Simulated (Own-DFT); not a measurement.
## Calculated data, Al3GaN4 (wurtzite random alloy, atoms displaced)

A calculation, not a measurement: plane-wave density functional theory by an unreviewed code, no spin, of a simulated periodic cell, stress positive in tension, run twice, with PBE and with PBEsol, both on files made for PBE, so the change isn't that of files made for PBEsol, forces on such cells passed a denser k mesh, this cell's mesh not checked; the far tail of each file's local potential was reset to the Coulomb form; each entry is a single point on an unrelaxed cell, so the pressure reflects the starting lattice, mostly measured values (interpolated for alloys), from which strain is counted, and rises with the displacements; printed positions are rounded, which can move forces by about a meV/angstrom; the program, named Own-DFT, is a retired in-house code; no spin-orbit coupling; stress was not checked against mesh or cutoff. Program: Own-DFT development build.

Entry: Al3GaN4 (wurtzite random alloy, atoms displaced)

```
Al3GaN4
1.0
      9.3938     0.0000     0.0000
     -4.6969     8.1352     0.0000
      0.0000     0.0000    10.0655
Al N Al Ga N Al Ga N Al N Al N Al N Al Ga N Al N Al N Al N Ga Al N Al Ga N Ga Al N Al Ga N Al N Al N Ga Al N Al Ga N
2 2 1 1 2 1 1 2 2 2 2 2 2 2 1 1 2 2 2 2 2 2 2 1 1 2 1 1 2 1 1 2 1 1 2 2 2 2 2 1 1 2 1 1 2
Direct
  0.10824 0.22800 0.00300
  0.22491 0.11234 0.25453
  0.11471 0.23427 0.19047
  0.22972 0.11362 0.44325
  0.11452 0.22497 0.49867
  0.22013 0.11019 0.74996
  0.10701 0.21677 0.68935
  0.21653 0.10906 0.93859
  0.10803 0.54823 0.99862
  0.22139 0.44230 0.24947
  0.11493 0.55297 0.19089
  0.22201 0.44675 0.44238
  0.10728 0.55048 0.49776
  0.22079 0.44386 0.74600
  0.11040 0.55063 0.69579
  0.22220 0.43923 0.93934
  0.10648 0.88231 0.00108
  0.22844 0.78405 0.25030
  0.11341 0.89200 0.18895
  0.22495 0.77840 0.44110
  0.10808 0.88724 0.50025
  0.21891 0.77575 0.75319
  0.10915 0.88975 0.68720
  0.22052 0.78269 0.93730
  0.43956 0.22217 0.99762
  0.55004 0.11147 0.25114
  0.45322 0.22687 0.18970
  0.55922 0.11096 0.43884
  0.44312 0.21534 0.49750
  0.55571 0.11143 0.75782
  0.44878 0.22548 0.69572
  0.55425 0.10890 0.94095
  0.44000 0.55217 0.99664
  0.55495 0.44457 0.24589
  0.44419 0.55482 0.18806
  0.55103 0.44289 0.43683
  0.44570 0.55182 0.50482
  0.55255 0.44551 0.75087
  0.44617 0.55763 0.69492
  0.55575 0.44698 0.93761
  0.44224 0.88616 0.00419
  0.55527 0.77699 0.24858
  0.44108 0.88303 0.19183
  0.55430 0.78146 0.44247
  0.45154 0.88502 0.49871
  0.55184 0.77749 0.75277
  0.43930 0.88458 0.69144
  0.55531 0.77840 0.94224
  0.78157 0.22299 0.99994
  0.89608 0.11769 0.24800
  0.77763 0.21905 0.18969
  0.88527 0.11288 0.43794
  0.78025 0.22426 0.49539
  0.89159 0.11733 0.75130
  0.77730 0.22451 0.68644
  0.89228 0.11831 0.93684
  0.77298 0.55179 0.00491
  0.88595 0.44196 0.25558
  0.77212 0.55216 0.19283
  0.88506 0.44122 0.44179
  0.77197 0.54814 0.50001
  0.88096 0.44014 0.75247
  0.77182 0.55615 0.69318
  0.88709 0.44526 0.94052
  0.77651 0.88910 0.00133
  0.89833 0.78120 0.24754
  0.78272 0.89040 0.18498
  0.88510 0.77533 0.44047
  0.78087 0.88955 0.49969
  0.89138 0.78173 0.75324
  0.77781 0.88906 0.69184
  0.88590 0.77234 0.93389
```

```
functional                                        : PBE, then PBEsol
potential files                                   : PseudoDojo norm-conserving, scalar-relativistic, standard set
wave cutoff                                       : 42 hartree
occupations                                       : Fermi-Dirac
smearing width                                    : 0.1 eV
k mesh                                            : 4 x 4 x 3 centred on Gamma
PBE pressure                                      : 5.31 GPa
PBE stress xx                                     : -5.64 GPa
PBE stress yy                                     : -3.95 GPa
PBE stress zz                                     : -6.35 GPa
PBE stress yz                                     : -0.23 GPa
PBE stress xz                                     : 0.1 GPa
PBE stress xy                                     : 0.62 GPa
PBEsol pressure                                   : 2.17 GPa
PBEsol stress xx                                  : -2.56 GPa
PBEsol stress yy                                  : -0.83 GPa
PBEsol stress zz                                  : -3.12 GPa
PBEsol stress yz                                  : -0.24 GPa
PBEsol stress xz                                  : 0.12 GPa
PBEsol stress xy                                  : 0.61 GPa
rms change of force components from PBE to PBEsol : 0.069 eV/Å
```

Force:
| force element | PBE force x (eV/Å) | PBE force y (eV/Å) | PBE force z (eV/Å) | PBEsol force x (eV/Å) | PBEsol force y (eV/Å) | PBEsol force z (eV/Å) |
| --- | --- | --- | --- | --- | --- | --- |
| Al | 1.074 | -1.094 | -0.616 | 1.073 | -1.095 | -0.617 |
| Al | -0.048 | 0.614 | -0.841 | -0.044 | 0.622 | -0.842 |
| N | 0.908 | -3.633 | -0.483 | 0.918 | -3.387 | -0.402 |
| N | -1.399 | -0.696 | -0.72 | -1.4 | -0.7 | -0.699 |
| Al | -0.474 | -0.466 | 0.29 | -0.472 | -0.483 | 0.27 |
| Ga | 0.492 | 0.087 | -0.041 | 0.457 | 0.073 | -0.023 |
| N | 0.523 | 2.001 | -1.265 | 0.509 | 1.811 | -1.128 |
| N | -0.108 | 0.004 | 1.984 | -0.119 | -0.002 | 1.792 |
| Al | -0.065 | 0.988 | 0.019 | -0.044 | 0.985 | 0.016 |
| Ga | 0.58 | 1.983 | 1.038 | 0.559 | 1.937 | 1.006 |
| N | -2.303 | 1.184 | -0.48 | -2.127 | 1.083 | -0.407 |
| N | 0.547 | -0.383 | 0.874 | 0.555 | -0.377 | 0.707 |
| Al | 0.031 | 1.036 | 0.842 | 0.02 | 1.037 | 0.836 |
| Al | 0.414 | -0.537 | 0.539 | 0.424 | -0.544 | 0.553 |
| N | -1.098 | 0.391 | -0.84 | -1.107 | 0.388 | -0.836 |
| N | -0.657 | 0.868 | -0.426 | -0.655 | 0.864 | -0.436 |
| Al | -0.423 | 0.985 | -0.694 | -0.433 | 0.998 | -0.696 |
| Al | -0.549 | -1.47 | 0.439 | -0.562 | -1.465 | 0.43 |
| N | 0.513 | 0.173 | 0.293 | 0.522 | 0.183 | 0.289 |
| N | -0.403 | -0.159 | -0.187 | -0.392 | -0.154 | -0.174 |
| Al | 0.51 | -0.216 | 0.01 | 0.5 | -0.206 | -0.009 |
| Al | 0.004 | 0.105 | -1.076 | 0.003 | 0.103 | -1.079 |
| N | 1.302 | -0.712 | -0.392 | 1.145 | -0.619 | -0.255 |
| N | -0.162 | -1.623 | 0.706 | -0.011 | -1.547 | 0.771 |
| Al | 0.41 | -0.093 | -0.171 | 0.419 | -0.097 | -0.171 |
| Ga | 1.71 | -0.588 | -0.226 | 1.677 | -0.566 | -0.228 |
| N | -2.599 | -0.057 | -0.808 | -2.414 | -0.167 | -0.735 |
| N | -0.373 | -0.273 | 1.231 | -0.369 | -0.28 | 1.043 |
| Al | 0.807 | 1.116 | 1.191 | 0.808 | 1.119 | 1.182 |
| Al | 0.074 | -0.415 | -1.517 | 0.1 | -0.439 | -1.512 |
| N | 0.309 | -0.125 | -1.179 | 0.173 | -0.205 | -1.129 |
| N | -0.755 | 0.738 | 0.247 | -0.615 | 0.649 | 0.38 |
| Al | 0.5 | 0.486 | 0.371 | 0.491 | 0.487 | 0.364 |
| Al | -0.482 | 0.304 | 0.715 | -0.486 | 0.295 | 0.72 |
| N | 0.799 | 0.575 | -0.365 | 0.642 | 0.487 | -0.313 |
| N | 0.455 | -0.461 | 0.303 | 0.454 | -0.474 | 0.296 |
| Al | -0.529 | 0.802 | -0.455 | -0.53 | 0.817 | -0.463 |
| Al | 0.533 | -0.024 | 0.045 | 0.518 | -0.011 | 0.053 |
| N | -0.472 | -1.555 | -0.981 | -0.477 | -1.355 | -0.907 |
| N | -0.146 | -0.525 | 0.825 | -0.142 | -0.522 | 0.82 |
| Ga | -0.215 | 0.25 | -0.685 | -0.196 | 0.265 | -0.669 |
| Al | 0.572 | -0.06 | 0.384 | 0.578 | -0.051 | 0.377 |
| N | 0.375 | 0.203 | 0.68 | 0.383 | 0.367 | 0.541 |
| N | 1.993 | -1.414 | -0.891 | 2.007 | -1.424 | -0.891 |
| Al | -2.13 | 0.969 | 1.015 | -2.139 | 0.979 | 1.013 |
| Ga | 0.546 | 0.687 | -0.207 | 0.537 | 0.677 | -0.188 |
| N | -0.702 | 1.182 | -0.463 | -0.548 | 1.095 | -0.402 |
| N | -0.192 | -1.214 | 0.44 | -0.187 | -1.035 | 0.38 |
| Ga | -1.14 | -0.038 | 0.292 | -1.12 | -0.056 | 0.291 |
| Al | -0.747 | -0.953 | 0.291 | -0.745 | -0.958 | 0.28 |
| N | 0.408 | 0.786 | 0.988 | 0.263 | 0.71 | 0.86 |
| N | 1.488 | -0.135 | -0.153 | 1.48 | -0.136 | -0.148 |
| Al | -0.41 | -0.718 | 0.928 | -0.403 | -0.719 | 0.919 |
| Ga | -0.593 | -0.95 | -0.841 | -0.572 | -0.942 | -0.803 |
| N | -0.961 | 0.014 | 0.025 | -0.817 | -0.073 | 0.072 |
| N | 1.023 | -0.585 | 1.271 | 0.849 | -0.646 | 1.181 |
| Al | 0.126 | 0.276 | -0.865 | 0.117 | 0.269 | -0.862 |
| Al | 0.35 | 0.108 | -1.2 | 0.349 | 0.105 | -1.207 |
| N | 1.197 | 0.78 | -0.106 | 1.194 | 0.783 | -0.091 |
| N | 0.183 | 0.619 | -0.205 | 0.179 | 0.617 | -0.193 |
| Al | -0.402 | 0.805 | 0.465 | -0.4 | 0.811 | 0.454 |
| Al | 0.237 | 0.745 | -0.482 | 0.246 | 0.748 | -0.478 |
| N | 0.769 | -1.003 | -1.034 | 0.769 | -0.83 | -0.97 |
| N | -0.012 | 0.818 | -0.044 | -0.013 | 0.648 | 0.012 |
| Ga | 0.544 | 0.227 | -1.221 | 0.513 | 0.222 | -1.197 |
| Al | -1.498 | -0.755 | 0.583 | -1.496 | -0.763 | 0.577 |
| N | -0.029 | 0.18 | 2.432 | -0.032 | 0.177 | 2.221 |
| N | 0.634 | -0.006 | -0.535 | 0.63 | -0.022 | -0.529 |
| Al | -0.689 | 0.094 | 0.356 | -0.691 | 0.098 | 0.354 |
| Ga | -0.373 | -0.539 | -1.511 | -0.384 | -0.516 | -1.457 |
| N | -0.405 | 0.421 | -1.133 | -0.392 | 0.409 | -0.956 |
| N | 0.602 | -0.129 | 3.226 | 0.467 | -0.054 | 3.041 |
